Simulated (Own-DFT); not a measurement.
# One host, several defects: 4H SiC

Source: density functional calculations with Own-DFT, an unreviewed in-house program that is no longer used. Nothing was measured or relaxed, and spin and spin-orbit coupling are left out.

Settings: PBE; PseudoDojo norm-conserving scalar-relativistic files; cutoff 42 hartree; 4 x 4 x 3 k mesh centred on Gamma; Fermi-Dirac smearing of 0.1 eV.

Caveats (not all hold for every row): a neutral cation vacancy leaves holes that likely carry spin, which these runs leave out; not probed for a lower state with spin; forces on such cells failed a check on a denser k mesh; forces on such cells passed a denser k mesh, each cell not checked; stress not checked against mesh or cutoff.

All runs share one cell, with vectors in Å (9.248, 0.000, 0.000); (-4.624, 8.009, 0.000); (0.000, 0.000, 10.068) and a volume of 745.7 Å³. The atoms are randomly displaced, by u rms on each axis. The defect's site can differ from row to row.

```
                                     cell     formula   u (Å)  P (GPa)
                                no defect     C36Si36  0.0279     3.49
                                no defect     C36Si36  0.0608     6.43
                                no defect     C36Si36  0.0624     6.34
                           one Si vacancy     C36Si35  0.0295     3.14
                           one Si vacancy     C36Si35  0.0310     3.19
                           one Si vacancy     C36Si35  0.0312     3.16
                           one Si vacancy     C36Si35  0.0314        ?
                   two N on a C site each   C34N2Si36  0.0318     2.75
                   two N on a C site each   C34N2Si36  0.0491     4.44
                   two N on a C site each   C34N2Si36  0.0537     4.29
                            one C vacancy     C35Si36  0.0293     3.53
                            one C vacancy     C35Si36  0.0301     3.49
                            one C vacancy     C35Si36  0.0538     5.14
one Al on a Si site and one N on a C site  AlC35NSi35  0.0433     4.74
one Al on a Si site and one N on a C site  AlC35NSi35  0.0484     5.41
one Al on a Si site and one N on a C site  AlC35NSi35  0.0488     5.18
```

## Fit

P = P0 + c u² + a shift for each defect gives P0 = 2.87 GPa, c = 914 ± 56 GPa/Å² and a scatter of 0.19 GPa. The shifts, and each times the cell's volume:

- one Al on a Si site and one N on a C site: 0.23 ± 0.16 GPa, 1.1 eV (not resolved)
- one C vacancy: -0.23 ± 0.17 GPa, -1.1 eV (not resolved)
- one Si vacancy: -0.56 ± 0.18 GPa, -2.6 eV
- two N on a C site each: -0.96 ± 0.16 GPa, -4.5 eV (-2.2 eV for each of its 2 sites)

Against the defect-free cell, a freed cell would be larger where the shift is positive and smaller where it is negative (160.2 GPa Å³ is 1 eV). The atoms around the defects weren't relaxed, which would change these numbers.

## Prediction

Asked: what pressure belongs in the blank (one Si vacancy, u = 0.0314 Å)?

The fitted form gives 3.21 ± 0.21 GPa. Computed: 3.25 GPa.
